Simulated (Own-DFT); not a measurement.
# A change of arrangement and its cost: C36Si36, 72 atoms

The numbers are computed, not measured, by runs of the plane-wave DFT program Own-DFT (in-house, retired, unreviewed) at fixed positions, with no spin and no spin-orbit coupling.

Settings: PBE; PseudoDojo norm-conserving scalar-relativistic files; cutoff 42 hartree; 4 x 4 x 3 k mesh centred on Gamma; Fermi-Dirac smearing of 0.1 eV.

Limits: forces on such cells passed a denser k mesh, each cell not checked; stress not checked against mesh or cutoff.

All cells hold the same atoms in the same cell, with vectors in Å (9.248, 0.000, 0.000); (-4.624, 8.009, 0.000); (0.000, 0.000, 10.068). Atoms are randomly off their ideal sites, by an rms of u per axis. E is the free energy of the whole cell, counted from the lowest run. The arrangements:

- A: 2H SiC
- B: 4H SiC

| arrangement | u (Å) | E (eV) | P (GPa) |
|---|---|---|---|
| A | 0.0284 | 0.355 | 3.79 |
| A | 0.0303 | 0.620 | 3.85 |
| A | 0.0324 | 1.037 | 4.07 |
| A | 0.0606 | 7.632 | 6.35 |
| A | 0.0618 | 8.935 | 6.76 |
| A | 0.0626 | 9.651 | 7.09 |
| B | 0.0286 | 0.000 | 3.57 |
| B | 0.0291 | 0.204 | 3.67 |
| B | 0.0300 | 0.227 | 3.74 |
| B | 0.0570 | 6.422 | 5.66 |
| B | 0.0607 | 7.056 | 5.75 |
| B | 0.0615 | 8.572 | 6.42 |

The question: once the cost of the random moves is taken out, how do the arrangements rank?

## Answer

Fit E = a + b u², with one b for all and one a for each arrangement, and with residuals divided by u², since the noise grows with the moves. Then b = 2724 eV/Å², the scatter at u = 0.04 Å is 0.21 eV, and against A:

- B: -0.36 ± 0.09 eV (lower)

The cells share one lattice and weren't relaxed, which can shift such small differences either way.
